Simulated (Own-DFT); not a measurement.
# Computed records: GaN (wurtzite, strained, atoms displaced)

Computed with Own-DFT development build. A calculation, not a measurement: plane-wave PBE density functional theory by an unreviewed code, no spin, of a simulated periodic cell, stress positive in tension, free energy of the whole cell less one offset for each atom, forces on such cells passed a denser k mesh, this cell's mesh not checked; offsets are fitted by least squares, one for each functional and potential file, so energies compare only between cells with the same atoms and settings and are not formation energies; the far tail of each file's local potential was reset to the Coulomb form; each entry is a single point on an unrelaxed cell, so the pressure reflects the starting lattice, mostly measured values (interpolated for alloys), from which strain is counted, and rises with the displacements; printed positions are rounded, which can move forces by about a meV/angstrom; the program, named Own-DFT, is a retired in-house code; no spin-orbit coupling.

Common to all runs: functional PBE; potential files PseudoDojo norm-conserving, scalar-relativistic, standard set with the stringent files for Ga; wave cutoff 96 hartree; occupations Gaussian; smearing width 0.01 eV; k mesh 3 x 4 x 3 centred on Gamma.

```yaml
- entry: 1
  formula: GaN
  kind: "wurtzite, strained, atoms displaced"
  structure:
    cell_angstrom: [[12.756, 0.0, 0.0], [-4.7835, 8.2853, 0.0], [0.0, 0.0, 10.2663]]
    atoms_fractional:
      - [Ga, 0.09117, 0.22606, 0.00488]
      - [Ga, 0.16076, 0.10814, 0.25949]
      - ["N", 0.08096, 0.20783, 0.18542]
      - ["N", 0.16488, 0.10893, 0.4327]
      - [Ga, 0.0832, 0.23053, 0.50477]
      - [Ga, 0.17112, 0.11781, 0.7485]
      - ["N", 0.08692, 0.22623, 0.68773]
      - ["N", 0.17098, 0.11211, 0.94226]
      - [Ga, 0.07466, 0.56035, 0.00019]
      - [Ga, 0.16464, 0.44103, 0.25229]
      - ["N", 0.08439, 0.55725, 0.18235]
      - ["N", 0.16482, 0.43203, 0.43855]
      - [Ga, 0.08606, 0.5585, 0.49574]
      - [Ga, 0.15914, 0.44325, 0.75216]
      - ["N", 0.08374, 0.55805, 0.69021]
      - ["N", 0.1663, 0.44793, 0.94617]
      - [Ga, 0.08467, 0.89317, 0.99906]
      - [Ga, 0.16536, 0.77409, 0.24882]
      - ["N", 0.08708, 0.89047, 0.18078]
      - ["N", 0.16897, 0.76562, 0.43424]
      - [Ga, 0.08429, 0.88493, 0.4963]
      - [Ga, 0.16554, 0.77129, 0.75359]
      - ["N", 0.08105, 0.88306, 0.68745]
      - ["N", 0.16648, 0.77761, 0.93474]
      - [Ga, 0.33052, 0.22061, 0.99733]
      - [Ga, 0.4173, 0.11645, 0.25354]
      - ["N", 0.32838, 0.21974, 0.18543]
      - ["N", 0.41135, 0.10473, 0.44352]
      - [Ga, 0.33333, 0.22509, 0.50208]
      - [Ga, 0.41705, 0.11594, 0.7473]
      - ["N", 0.33627, 0.21934, 0.68824]
      - ["N", 0.417, 0.12329, 0.94348]
      - [Ga, 0.33091, 0.55178, 0.99776]
      - [Ga, 0.4229, 0.44435, 0.24314]
      - ["N", 0.3339, 0.56645, 0.18832]
      - ["N", 0.41472, 0.4461, 0.44051]
      - [Ga, 0.33145, 0.56047, 0.50028]
      - [Ga, 0.41785, 0.44488, 0.74946]
      - ["N", 0.33325, 0.55892, 0.69292]
      - ["N", 0.41745, 0.44641, 0.94176]
      - [Ga, 0.33547, 0.89274, 0.99463]
      - [Ga, 0.42278, 0.78899, 0.24879]
      - ["N", 0.33283, 0.88795, 0.19034]
      - ["N", 0.41479, 0.7742, 0.45268]
      - [Ga, 0.33859, 0.89576, 0.49767]
      - [Ga, 0.41798, 0.77828, 0.74012]
      - ["N", 0.33116, 0.88644, 0.69213]
      - ["N", 0.42682, 0.78002, 0.9429]
      - [Ga, 0.59256, 0.2317, 0.00256]
      - [Ga, 0.66849, 0.11249, 0.24447]
      - ["N", 0.58593, 0.22369, 0.18051]
      - ["N", 0.66328, 0.1129, 0.43335]
      - [Ga, 0.57428, 0.21382, 0.50034]
      - [Ga, 0.66809, 0.10548, 0.74422]
      - ["N", 0.5853, 0.21549, 0.68593]
      - ["N", 0.6628, 0.10452, 0.93586]
      - [Ga, 0.58954, 0.55834, 0.00106]
      - [Ga, 0.67304, 0.44795, 0.24802]
      - ["N", 0.58677, 0.56454, 0.1833]
      - ["N", 0.66489, 0.4415, 0.43839]
      - [Ga, 0.58946, 0.5677, 0.49982]
      - [Ga, 0.66243, 0.4462, 0.74958]
      - ["N", 0.5853, 0.55548, 0.68914]
      - ["N", 0.66464, 0.4421, 0.93598]
      - [Ga, 0.58095, 0.87789, 0.00567]
      - [Ga, 0.66512, 0.78266, 0.24991]
      - ["N", 0.59068, 0.88942, 0.19526]
      - ["N", 0.6634, 0.77986, 0.44203]
      - [Ga, 0.5813, 0.89462, 0.50464]
      - [Ga, 0.66584, 0.7764, 0.75703]
      - ["N", 0.57346, 0.8854, 0.68845]
      - ["N", 0.66778, 0.77094, 0.94006]
      - [Ga, 0.8353, 0.22489, 0.99352]
      - [Ga, 0.90937, 0.10816, 0.23951]
      - ["N", 0.8306, 0.21518, 0.19198]
      - ["N", 0.91352, 0.10966, 0.43637]
      - [Ga, 0.83087, 0.21528, 0.5005]
      - [Ga, 0.9192, 0.11226, 0.75458]
      - ["N", 0.83581, 0.22266, 0.68723]
      - ["N", 0.90686, 0.09827, 0.93318]
      - [Ga, 0.83526, 0.56181, 0.99927]
      - [Ga, 0.91442, 0.45298, 0.25855]
      - ["N", 0.8263, 0.54816, 0.18408]
      - ["N", 0.91784, 0.44659, 0.43135]
      - [Ga, 0.83126, 0.56018, 0.50161]
      - [Ga, 0.92085, 0.44417, 0.75288]
      - ["N", 0.84022, 0.55553, 0.68708]
      - ["N", 0.9215, 0.45026, 0.93793]
      - [Ga, 0.83064, 0.8934, 0.99466]
      - [Ga, 0.91783, 0.77808, 0.25153]
      - ["N", 0.83595, 0.88542, 0.19291]
      - ["N", 0.91168, 0.76562, 0.43674]
      - [Ga, 0.83317, 0.8898, 0.50475]
      - [Ga, 0.92055, 0.77925, 0.75442]
      - ["N", 0.83412, 0.8965, 0.68881]
      - ["N", 0.92311, 0.77149, 0.93507]
  results:
    "free_energy_of_cell_above_offsets [eV]": "-4.803"
    "pressure [GPa]": 8.99
    "stress_xx [GPa]": -6.47
    "stress_yy [GPa]": -8.15
    "stress_zz [GPa]": -12.36
    "stress_yz [GPa]": 1.36
    "stress_xz [GPa]": -0.55
    "stress_xy [GPa]": -0.15
    force_element: [Ga, Ga, "N", "N", Ga, Ga, "N", "N", Ga, Ga, "N", "N", Ga, Ga, "N", "N", Ga, Ga, "N", "N", Ga, Ga, "N", "N", Ga, Ga, "N", "N", Ga, Ga, "N", "N", Ga, Ga, "N", "N", Ga, Ga, "N", "N", Ga, Ga, "N", "N", Ga, Ga, "N", "N", Ga, Ga, "N", "N", Ga, Ga, "N", "N", Ga, Ga, "N", "N", Ga, Ga, "N", "N", Ga, Ga, "N", "N", Ga, Ga, "N", "N", Ga, Ga, "N", "N", Ga, Ga, "N", "N", Ga, Ga, "N", "N", Ga, Ga, "N", "N", Ga, Ga, "N", "N", Ga, Ga, "N", "N"]
    "force_x [eV/angstrom]": [-0.784, 1.223, -1.412, 0.002, -0.035, -0.022, -0.285, -1.46, 2.679, 0.319, -0.662, -0.588, -0.26, 1.517, 0.113, -0.864, 0.667, 0.324, -0.524, -0.645, -0.057, -0.182, 0.526, 0.126, 0.608, -0.149, 0.395, -0.342, -0.395, 1.384, -1.184, 1.708, 0.25, -1.637, 0.691, 0.683, 0.637, -0.483, -0.21, 0.421, 0.551, -0.367, 0.1, -0.003, -0.766, -1.616, -0.196, -2.324, -0.896, -0.577, -0.419, 0.17, 1.17, -0.426, -0.876, 0.719, -0.989, -2.142, 0.714, -0.396, -0.549, 2.064, -0.726, 0.818, 0.644, 2.247, -2.049, 0.442, 0.649, -0.294, 3.17, -0.436, -0.708, 1.84, -0.488, 0.761, -0.444, -0.049, 0.123, 1.065, -0.145, 1.122, 1.586, -0.083, 0.715, -0.95, -1.353, -1.702, 1.549, 0.399, -0.987, 0.062, 0.03, -0.558, 0.316, -1.605]
    "force_y [eV/angstrom]": [-0.314, -0.174, 1.48, -0.116, -2.679, -1.236, -0.41, -0.131, 0.47, 0.084, -0.788, 2.473, -1.709, 0.623, -0.716, -0.59, -0.277, 0.395, -0.577, 2.188, -0.248, 1.228, 1.242, 0.402, 1.13, -0.459, 0.298, 1.582, 0.138, -1.195, 1.002, -1.186, 1.186, 0.188, -1.07, 0.16, -1.568, 0.238, -1.346, -0.122, 0.066, -1.139, 0.944, 1.418, -2.195, -0.44, 0.612, -0.727, -1.679, 0.098, 0.01, -0.213, 1.333, 0.404, 0.863, 0.389, -1.227, -0.859, -0.682, 0.085, -1.825, -0.869, 0.604, 1.072, 1.5, -1.014, 0.792, 0.978, -0.329, 0.403, 0.747, 0.836, -0.462, -0.226, 2.033, -0.071, 0.989, 0.198, -0.042, 2.561, -1.203, -0.96, 1.613, -0.343, -2.084, -0.052, -0.012, -1.445, -1.898, -0.196, -0.065, 2.351, 0.024, -0.391, -1.216, 1.345]
    "force_z [eV/angstrom]": [-1.008, -2.932, 0.889, 3.388, -0.842, 0.281, 0.908, -1.543, 0.292, -1.197, 1.517, -0.229, 0.721, 0.62, -0.972, -1.053, -0.499, -0.709, 1.916, 0.363, 0.354, -1.019, -0.224, 1.17, 0.876, -1.247, 1.03, -1.066, -0.81, 1.304, -0.146, -1.123, 0.505, 0.658, 0.504, -0.337, 0.353, 0.342, -0.354, -0.543, 0.411, 0.668, -0.206, -2.094, 1.128, 2.237, -0.464, -1.161, -1.782, 0.505, 2.415, 0.635, -0.201, 1.0, 0.461, 0.338, -0.443, 0.711, 1.204, -0.027, -0.226, -0.516, -0.1, 0.045, -0.265, 1.112, -1.077, -0.332, -0.954, -1.485, 0.105, 0.085, 0.823, 1.551, -1.615, -0.052, -0.794, -1.648, 0.412, 1.235, -0.447, -3.071, 0.016, 3.215, 0.308, -0.991, 0.697, -0.111, 1.526, -0.808, -1.283, 0.093, -1.149, -1.553, 0.829, 0.95]
- entry: 2
  formula: GaN
  kind: "wurtzite, strained, atoms displaced"
  structure:
    cell_angstrom: [[12.756, 0.0, 0.0], [-4.7835, 8.2853, 0.0], [0.0, 0.0, 10.2663]]
    atoms_fractional:
      - [Ga, 0.08701, 0.22949, 0.9963]
      - [Ga, 0.168, 0.11035, 0.24101]
      - ["N", 0.08636, 0.21625, 0.18994]
      - ["N", 0.17004, 0.11129, 0.43742]
      - [Ga, 0.08662, 0.22601, 0.50433]
      - [Ga, 0.15983, 0.10766, 0.75157]
      - ["N", 0.08525, 0.22286, 0.68515]
      - ["N", 0.1682, 0.11683, 0.9436]
      - [Ga, 0.08394, 0.55637, 0.99378]
      - [Ga, 0.17143, 0.44624, 0.26132]
      - ["N", 0.07761, 0.55707, 0.1898]
      - ["N", 0.15895, 0.43662, 0.43902]
      - [Ga, 0.07865, 0.55298, 0.49567]
      - [Ga, 0.16773, 0.44574, 0.75148]
      - ["N", 0.08691, 0.55393, 0.68566]
      - ["N", 0.16138, 0.43833, 0.9388]
      - [Ga, 0.08751, 0.89433, 0.99657]
      - [Ga, 0.16781, 0.78199, 0.24158]
      - ["N", 0.0799, 0.88379, 0.1817]
      - ["N", 0.16185, 0.78175, 0.43748]
      - [Ga, 0.08323, 0.89613, 0.4984]
      - [Ga, 0.16489, 0.78191, 0.74492]
      - ["N", 0.08503, 0.88562, 0.68608]
      - ["N", 0.16903, 0.77141, 0.93317]
      - [Ga, 0.32769, 0.22513, 0.99354]
      - [Ga, 0.41179, 0.10787, 0.25379]
      - ["N", 0.33555, 0.22099, 0.19135]
      - ["N", 0.40824, 0.1069, 0.43658]
      - [Ga, 0.33255, 0.21279, 0.50339]
      - [Ga, 0.4106, 0.10707, 0.75114]
      - ["N", 0.32923, 0.22212, 0.68916]
      - ["N", 0.41401, 0.11658, 0.93338]
      - [Ga, 0.33297, 0.55848, 0.00394]
      - [Ga, 0.41134, 0.43926, 0.25545]
      - ["N", 0.33909, 0.56588, 0.18398]
      - ["N", 0.41963, 0.44397, 0.43989]
      - [Ga, 0.33842, 0.5696, 0.49589]
      - [Ga, 0.41469, 0.43463, 0.7445]
      - ["N", 0.33099, 0.55368, 0.6872]
      - ["N", 0.41866, 0.45685, 0.93865]
      - [Ga, 0.33565, 0.88402, 0.9993]
      - [Ga, 0.41474, 0.77902, 0.26333]
      - ["N", 0.32922, 0.88271, 0.19594]
      - ["N", 0.4181, 0.77388, 0.43702]
      - [Ga, 0.33553, 0.8801, 0.50188]
      - [Ga, 0.42171, 0.78251, 0.74659]
      - ["N", 0.3304, 0.89082, 0.68351]
      - ["N", 0.4163, 0.77946, 0.92901]
      - [Ga, 0.58388, 0.22725, 0.00376]
      - [Ga, 0.67281, 0.10476, 0.25071]
      - ["N", 0.58103, 0.22384, 0.18592]
      - ["N", 0.66073, 0.10096, 0.42859]
      - [Ga, 0.58272, 0.22022, 0.50527]
      - [Ga, 0.66261, 0.10555, 0.75624]
      - ["N", 0.58712, 0.22366, 0.68701]
      - ["N", 0.66885, 0.103, 0.94183]
      - [Ga, 0.5882, 0.55772, 0.99668]
      - [Ga, 0.66548, 0.44434, 0.2553]
      - ["N", 0.58131, 0.55988, 0.20112]
      - ["N", 0.66473, 0.44829, 0.43338]
      - [Ga, 0.58486, 0.55362, 0.50027]
      - [Ga, 0.66411, 0.43627, 0.75226]
      - ["N", 0.57501, 0.55461, 0.68134]
      - ["N", 0.65811, 0.44163, 0.93628]
      - [Ga, 0.59112, 0.90536, 0.99212]
      - [Ga, 0.66748, 0.77502, 0.25126]
      - ["N", 0.58839, 0.89087, 0.18882]
      - ["N", 0.6692, 0.77665, 0.43442]
      - [Ga, 0.58516, 0.89539, 0.50215]
      - [Ga, 0.66109, 0.77362, 0.74482]
      - ["N", 0.57733, 0.8897, 0.69138]
      - ["N", 0.67093, 0.78644, 0.93767]
      - [Ga, 0.84323, 0.22338, 0.99452]
      - [Ga, 0.91415, 0.11537, 0.24924]
      - ["N", 0.83801, 0.21584, 0.18975]
      - ["N", 0.91333, 0.1003, 0.43388]
      - [Ga, 0.82299, 0.21752, 0.49155]
      - [Ga, 0.91692, 0.11471, 0.74593]
      - ["N", 0.82972, 0.22453, 0.69418]
      - ["N", 0.91711, 0.11943, 0.93998]
      - [Ga, 0.83473, 0.55542, 0.00471]
      - [Ga, 0.92397, 0.45435, 0.24849]
      - ["N", 0.83135, 0.55414, 0.18564]
      - ["N", 0.9137, 0.44021, 0.43397]
      - [Ga, 0.83101, 0.56125, 0.50589]
      - [Ga, 0.91944, 0.43651, 0.75376]
      - ["N", 0.83552, 0.55481, 0.68185]
      - ["N", 0.92336, 0.44228, 0.93485]
      - [Ga, 0.82589, 0.88634, 0.00695]
      - [Ga, 0.91367, 0.78062, 0.25157]
      - ["N", 0.83468, 0.8863, 0.18399]
      - ["N", 0.90721, 0.78015, 0.43473]
      - [Ga, 0.83187, 0.89158, 0.50367]
      - [Ga, 0.91436, 0.77793, 0.75383]
      - ["N", 0.82665, 0.88638, 0.69041]
      - ["N", 0.91692, 0.77738, 0.94389]
  results:
    "free_energy_of_cell_above_offsets [eV]": "-3.751"
    "pressure [GPa]": 9.45
    "stress_xx [GPa]": -6.55
    "stress_yy [GPa]": -8.07
    "stress_zz [GPa]": -13.73
    "stress_yz [GPa]": 0.59
    "stress_xz [GPa]": 0.25
    "stress_xy [GPa]": 0.48
    force_element: [Ga, Ga, "N", "N", Ga, Ga, "N", "N", Ga, Ga, "N", "N", Ga, Ga, "N", "N", Ga, Ga, "N", "N", Ga, Ga, "N", "N", Ga, Ga, "N", "N", Ga, Ga, "N", "N", Ga, Ga, "N", "N", Ga, Ga, "N", "N", Ga, Ga, "N", "N", Ga, Ga, "N", "N", Ga, Ga, "N", "N", Ga, Ga, "N", "N", Ga, Ga, "N", "N", Ga, Ga, "N", "N", Ga, Ga, "N", "N", Ga, Ga, "N", "N", Ga, Ga, "N", "N", Ga, Ga, "N", "N", Ga, Ga, "N", "N", Ga, Ga, "N", "N", Ga, Ga, "N", "N", Ga, Ga, "N", "N"]
    "force_x [eV/angstrom]": [-0.798, 0.256, -1.35, -0.883, -0.121, 0.835, -0.677, -0.815, 0.407, -0.635, 2.767, 0.891, -0.129, 0.286, -0.865, 0.859, -0.077, -1.167, 0.037, 1.176, -0.369, 1.262, -1.978, -0.641, 2.004, 0.961, -0.674, 2.449, -1.222, 0.42, 0.216, 0.614, -0.063, 0.6, -0.63, -1.197, 0.342, -1.235, 0.46, 0.502, -0.526, 1.173, 1.11, -0.006, -2.161, -2.369, 0.873, 0.644, -0.152, -1.245, 0.654, -0.783, -0.573, 0.37, -0.771, -0.77, -2.045, -0.186, 0.523, 1.16, -0.752, -0.067, 1.65, 2.179, -0.561, -0.209, -1.049, -1.141, 1.116, 0.113, 1.824, -0.826, -2.56, 2.927, -2.219, -0.383, 1.721, -0.218, 0.137, 2.738, 0.057, -1.839, 0.022, -0.819, 0.487, -0.518, -0.333, -1.927, 1.573, 0.767, -0.817, 1.796, -0.306, 0.117, 0.797, -0.213]
    "force_y [eV/angstrom]": [-1.438, -0.729, 1.421, 0.489, -1.471, 0.011, -0.19, -0.931, -0.017, -0.398, 0.462, 1.673, 0.584, 0.22, 0.143, 1.708, -1.103, -0.86, 0.578, -0.778, -0.885, -1.397, 0.851, 1.336, 1.301, 0.235, 0.188, -0.57, 1.382, 0.395, -1.275, -0.68, 0.395, 0.676, -0.883, -0.279, -3.897, 1.661, 0.531, -1.178, 0.804, 0.485, 0.927, 1.85, 0.879, -1.761, -0.205, 0.179, -1.072, 0.847, -0.582, 1.259, 0.29, 0.904, -1.013, 5.015, 0.905, -0.082, -1.323, -1.24, 0.634, 1.564, -0.169, 0.181, -5.101, 0.823, -0.668, 0.397, -1.62, -0.001, 0.651, -1.293, 0.707, -1.499, 2.148, 1.934, 0.437, -0.459, -1.316, -2.117, -0.22, -1.687, -0.06, 0.207, -0.374, 1.633, -0.136, 0.267, 0.994, -0.423, 0.625, -0.257, -0.476, -0.384, 0.488, 0.223]
    "force_z [eV/angstrom]": [1.541, 1.203, -0.44, -0.249, -1.709, -0.165, 1.32, -1.441, 1.334, -2.874, -1.061, 0.948, 0.307, -0.458, 0.142, -0.23, -0.01, 1.334, 0.698, -0.212, -0.549, 0.208, 0.471, 0.348, 1.22, -1.003, -1.229, 1.06, -0.455, -0.757, 0.257, 1.248, -1.511, -0.776, 2.117, 0.629, 1.508, 0.866, -0.272, -0.399, 0.149, -4.029, -1.327, 1.807, -0.94, 0.143, 0.774, 1.516, -0.494, -2.228, 1.215, 2.175, -1.985, -0.401, 0.795, -1.026, 1.577, -1.853, -2.069, 2.222, -1.164, -0.971, 1.458, 0.037, 2.497, -0.517, -0.426, 1.763, -0.333, 0.816, -1.212, -0.758, 1.682, 0.152, -1.163, 1.211, 0.935, 0.513, -1.531, -1.27, -1.27, 0.113, 1.09, 0.77, -2.489, -1.547, 2.895, 0.998, -1.705, -0.816, 1.531, 1.018, -0.434, -0.216, 0.162, -0.794]
- entry: 3
  formula: GaN
  kind: "wurtzite, strained, atoms displaced"
  structure:
    cell_angstrom: [[12.756, 0.0, 0.0], [-4.7835, 8.2853, 0.0], [0.0, 0.0, 10.2663]]
    atoms_fractional:
      - [Ga, 0.07996, 0.21903, 0.99803]
      - [Ga, 0.16855, 0.10904, 0.25129]
      - ["N", 0.08575, 0.22209, 0.19251]
      - ["N", 0.17627, 0.12329, 0.44257]
      - [Ga, 0.08159, 0.21555, 0.49162]
      - [Ga, 0.17618, 0.11711, 0.74303]
      - ["N", 0.07499, 0.20561, 0.6895]
      - ["N", 0.16547, 0.11009, 0.94604]
      - [Ga, 0.08345, 0.5597, 0.00142]
      - [Ga, 0.16997, 0.44533, 0.2426]
      - ["N", 0.08291, 0.55008, 0.1805]
      - ["N", 0.15931, 0.4398, 0.43624]
      - [Ga, 0.08778, 0.5593, 0.50555]
      - [Ga, 0.16276, 0.44288, 0.7441]
      - ["N", 0.07955, 0.55276, 0.69135]
      - ["N", 0.1677, 0.45302, 0.93964]
      - [Ga, 0.08629, 0.88541, 0.0012]
      - [Ga, 0.16946, 0.78135, 0.25263]
      - ["N", 0.08254, 0.89199, 0.18345]
      - ["N", 0.17031, 0.77806, 0.43211]
      - [Ga, 0.08318, 0.88768, 0.50428]
      - [Ga, 0.15938, 0.76344, 0.75102]
      - ["N", 0.07809, 0.87951, 0.68354]
      - ["N", 0.16745, 0.76848, 0.94]
      - [Ga, 0.33141, 0.23525, 0.00293]
      - [Ga, 0.41448, 0.11087, 0.25544]
      - ["N", 0.33051, 0.22353, 0.18252]
      - ["N", 0.41762, 0.11969, 0.44576]
      - [Ga, 0.32732, 0.21753, 0.4953]
      - [Ga, 0.41344, 0.11117, 0.75274]
      - ["N", 0.32998, 0.21233, 0.68823]
      - ["N", 0.41596, 0.11286, 0.94123]
      - [Ga, 0.33475, 0.55578, 0.00395]
      - [Ga, 0.42372, 0.44163, 0.24801]
      - ["N", 0.33281, 0.54744, 0.18994]
      - ["N", 0.41678, 0.44766, 0.4378]
      - [Ga, 0.3342, 0.56066, 0.51022]
      - [Ga, 0.41884, 0.44653, 0.75084]
      - ["N", 0.33599, 0.55396, 0.68039]
      - ["N", 0.42223, 0.44399, 0.94089]
      - [Ga, 0.32456, 0.88474, 0.00192]
      - [Ga, 0.4224, 0.77979, 0.25538]
      - ["N", 0.33168, 0.88236, 0.19291]
      - ["N", 0.41294, 0.76784, 0.43499]
      - [Ga, 0.33618, 0.88535, 0.49514]
      - [Ga, 0.41498, 0.76472, 0.74914]
      - ["N", 0.33392, 0.88553, 0.68667]
      - ["N", 0.42408, 0.78643, 0.93452]
      - [Ga, 0.58907, 0.22595, 0.99954]
      - [Ga, 0.67402, 0.12459, 0.24909]
      - ["N", 0.58184, 0.22052, 0.19075]
      - ["N", 0.66943, 0.10536, 0.43803]
      - [Ga, 0.58528, 0.22003, 0.50656]
      - [Ga, 0.66445, 0.10997, 0.74921]
      - ["N", 0.58017, 0.21882, 0.68621]
      - ["N", 0.66615, 0.10776, 0.93657]
      - [Ga, 0.58632, 0.56119, 0.00241]
      - [Ga, 0.66606, 0.44038, 0.25056]
      - ["N", 0.57648, 0.54663, 0.18838]
      - ["N", 0.66748, 0.44966, 0.44061]
      - [Ga, 0.58982, 0.56863, 0.50018]
      - [Ga, 0.66542, 0.44527, 0.7589]
      - ["N", 0.58473, 0.55475, 0.68895]
      - ["N", 0.66592, 0.4409, 0.93249]
      - [Ga, 0.58967, 0.90018, 0.9901]
      - [Ga, 0.65842, 0.76622, 0.24862]
      - ["N", 0.58608, 0.88247, 0.1862]
      - ["N", 0.66988, 0.78715, 0.44194]
      - [Ga, 0.58334, 0.89664, 0.50224]
      - [Ga, 0.66242, 0.78166, 0.74556]
      - ["N", 0.58203, 0.88442, 0.67857]
      - ["N", 0.66281, 0.77499, 0.93201]
      - [Ga, 0.8246, 0.21778, 0.00752]
      - [Ga, 0.90708, 0.10135, 0.24767]
      - ["N", 0.82254, 0.21456, 0.18818]
      - ["N", 0.91517, 0.10479, 0.44172]
      - [Ga, 0.84326, 0.22529, 0.50262]
      - [Ga, 0.91684, 0.11047, 0.7486]
      - ["N", 0.83089, 0.21941, 0.68602]
      - ["N", 0.9101, 0.10532, 0.93787]
      - [Ga, 0.83092, 0.54592, 0.00115]
      - [Ga, 0.91385, 0.44638, 0.24876]
      - ["N", 0.83835, 0.55846, 0.19735]
      - ["N", 0.91839, 0.44363, 0.43495]
      - [Ga, 0.83376, 0.55193, 0.49944]
      - [Ga, 0.9222, 0.45096, 0.74323]
      - ["N", 0.84946, 0.56331, 0.68218]
      - ["N", 0.92133, 0.44893, 0.94762]
      - [Ga, 0.82226, 0.87621, 0.00282]
      - [Ga, 0.91594, 0.77767, 0.24787]
      - ["N", 0.83192, 0.88942, 0.18819]
      - ["N", 0.91214, 0.78327, 0.44373]
      - [Ga, 0.82677, 0.89454, 0.49702]
      - [Ga, 0.9109, 0.76729, 0.75076]
      - ["N", 0.82778, 0.88796, 0.68992]
      - ["N", 0.91273, 0.7667, 0.93904]
  results:
    "free_energy_of_cell_above_offsets [eV]": "-3.700"
    "pressure [GPa]": 9.25
    "stress_xx [GPa]": -8.13
    "stress_yy [GPa]": -6.85
    "stress_zz [GPa]": -12.78
    "stress_yz [GPa]": 0.71
    "stress_xz [GPa]": -0.08
    "stress_xy [GPa]": -0.86
    force_element: [Ga, Ga, "N", "N", Ga, Ga, "N", "N", Ga, Ga, "N", "N", Ga, Ga, "N", "N", Ga, Ga, "N", "N", Ga, Ga, "N", "N", Ga, Ga, "N", "N", Ga, Ga, "N", "N", Ga, Ga, "N", "N", Ga, Ga, "N", "N", Ga, Ga, "N", "N", Ga, Ga, "N", "N", Ga, Ga, "N", "N", Ga, Ga, "N", "N", Ga, Ga, "N", "N", Ga, Ga, "N", "N", Ga, Ga, "N", "N", Ga, Ga, "N", "N", Ga, Ga, "N", "N", Ga, Ga, "N", "N", Ga, Ga, "N", "N", Ga, Ga, "N", "N", Ga, Ga, "N", "N", Ga, Ga, "N", "N"]
    "force_x [eV/angstrom]": [-0.433, -0.66, -1.09, -2.3, -0.33, -2.474, 1.172, 0.201, 0.491, -0.732, -0.566, 0.964, -0.471, 0.956, 1.654, 0.831, -0.927, -0.711, 0.575, -0.752, -0.333, 0.493, 0.642, -1.334, 1.005, -0.042, 1.042, 1.003, 2.477, 0.82, 0.927, -0.038, -0.029, -2.983, 0.695, 0.441, 0.015, 0.358, -0.604, -0.93, 2.25, -0.101, 0.387, 0.37, -0.567, -0.796, -0.27, -0.807, -1.634, -2.313, -0.033, -0.555, -0.1, 0.163, 0.276, -0.433, -0.076, 0.034, 2.653, 0.242, -0.552, 0.686, -0.143, 0.078, -0.483, 0.73, -0.961, -1.477, 0.116, 1.339, -1.009, -0.052, 2.038, 1.058, 2.785, -0.029, -1.215, -0.92, 0.137, -0.082, 0.117, 2.199, -1.862, 0.16, -0.233, -1.105, -2.357, -0.832, 1.408, 0.047, -0.349, 1.096, 1.878, -0.425, 0.648, -0.147]
    "force_y [eV/angstrom]": [0.217, 0.428, -0.79, -2.93, 0.833, -2.198, 2.131, -0.037, -1.229, -0.285, 0.666, 0.535, -0.371, -1.092, -0.229, -1.09, 0.114, -1.217, -0.646, 0.074, -0.03, 2.691, 0.693, 1.307, -2.073, -0.128, -0.439, -1.272, 2.639, -1.046, 2.334, 0.079, 0.741, -0.85, 1.164, 0.065, -1.695, -0.917, -1.064, 1.204, 1.187, -0.803, 0.958, 1.467, 0.743, 1.98, -0.638, -1.036, -1.26, -3.158, 0.186, 1.84, 0.67, -0.038, 0.574, 1.898, -0.589, 0.53, 1.119, -0.717, -1.392, -0.098, 0.147, 0.567, -2.603, 1.099, 1.25, -1.124, -1.266, -0.641, 0.603, -0.002, 0.756, 1.611, 1.885, 1.245, -0.13, -0.94, 0.702, 0.153, 1.0, -0.555, -0.48, 0.181, 0.815, -2.336, -1.655, -1.576, 1.166, 0.818, -1.631, -0.33, -0.918, 2.17, -0.329, 0.633]
    "force_z [eV/angstrom]": [0.319, -0.3, -0.344, -1.413, 0.861, 1.726, -0.806, -1.581, -0.163, 0.996, 2.19, 0.619, -1.81, 0.991, -0.866, -0.906, -1.118, -1.448, 1.499, 1.866, -1.545, -0.133, 2.029, -0.871, -1.01, -0.7, 1.982, -0.982, 1.433, 0.088, -0.623, 0.338, -0.593, 1.378, -0.061, 0.424, -4.669, -0.275, 3.733, -0.808, -0.091, -1.954, -0.317, 1.189, 0.751, 0.116, 0.176, 0.607, 0.082, 1.451, -0.444, -0.054, -1.681, -0.742, 1.77, -0.511, -0.716, 0.653, -0.605, -0.108, -0.031, -3.622, 0.229, 2.979, 1.911, 0.74, -0.392, -1.296, -1.892, -0.083, 2.389, 0.645, -1.965, 0.373, 0.193, -1.394, -0.721, 0.716, 0.884, 0.766, 0.297, 0.047, -1.538, 0.707, -0.819, 2.036, 0.641, -1.589, -1.138, 1.062, 0.075, -0.976, 1.521, -0.104, -0.157, 0.486]
```
